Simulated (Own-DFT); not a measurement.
# Point defects and the pressure they add: zincblende GaAs

Source: density functional calculations with Own-DFT, an unreviewed in-house program that is no longer used. Nothing was measured or relaxed, and spin and spin-orbit coupling are left out.

All runs used: PBE; PseudoDojo norm-conserving scalar-relativistic files; cutoff 42 hartree; 3 x 3 x 3 k mesh centred on Gamma; Fermi-Dirac smearing of 0.1 eV.

Caveats (not all hold for every row): not probed for a lower state with spin; forces not confirmed at this smearing and k mesh; stress not checked against mesh or cutoff.

All runs share one cell, with vectors in Å (11.737, 0.000, 0.000); (0.000, 11.737, 0.000); (0.000, 0.000, 10.919) and a volume of 1504.3 Å³, strained against the parent crystal. Atoms were moved at random from their sites; u is the rms move along one axis. The defect's site can differ from row to row.

| cell | formula | u (Å) | P (GPa) |
|---|---|---|---|
| no defect | As32Ga32 | 0.0315 | 0.78 |
| no defect | As32Ga32 | 0.0482 | 0.94 |
| no defect | As32Ga32 | 0.0502 | 1.05 |
| one In on a Ga site | As32Ga31In | 0.0300 | 1.38 |
| one In on a Ga site | As32Ga31In | 0.0315 | 1.35 |
| one In on a Ga site | As32Ga31In | 0.0494 | ? |
| one In on a Ga site | As32Ga31In | 0.0519 | 1.64 |
| one As vacancy and one Ga vacancy | As31Ga31 | 0.0313 | 0.43 |
| one As vacancy and one Ga vacancy | As31Ga31 | 0.0472 | 0.72 |
| one As vacancy and one Ga vacancy | As31Ga31 | 0.0519 | 0.65 |
| one P on an As site | As31Ga32P | 0.0301 | 0.53 |
| one P on an As site | As31Ga32P | 0.0304 | 0.58 |
| one P on an As site | As31Ga32P | 0.0544 | 0.78 |
| one Al on a Ga site | AlAs32Ga31 | 0.0313 | 0.72 |
| one Al on a Ga site | AlAs32Ga31 | 0.0493 | 1.04 |
| one Al on a Ga site | AlAs32Ga31 | 0.0506 | 1.11 |

## What the rows give

P = P0 + c u² + a shift for each defect gives P0 = 0.63 GPa, c = 153 ± 19 GPa/Å² and a scatter of 0.06 GPa. The shifts, and each times the cell's volume:

- one In on a Ga site: 0.59 ± 0.05 GPa, 5.6 eV
- one Al on a Ga site: 0.03 ± 0.05 GPa, 0.2 eV (not resolved)
- one P on an As site: -0.24 ± 0.05 GPa, -2.2 eV
- one As vacancy and one Ga vacancy: -0.33 ± 0.05 GPa, -3.1 eV

Positive is outwards. The product with the volume (160.2 GPa Å³ to the eV) is nearly free of the cell's size; divided by the bulk modulus at the cell's pressure it gives the volume that the defect adds. The atoms around the defects weren't relaxed, which would change these numbers.

## The run left out

Q: what pressure belongs in the blank (one In on a Ga site, u = 0.0494 Å)?

The fitted form gives 1.59 ± 0.07 GPa. The run itself gave 1.64 GPa.
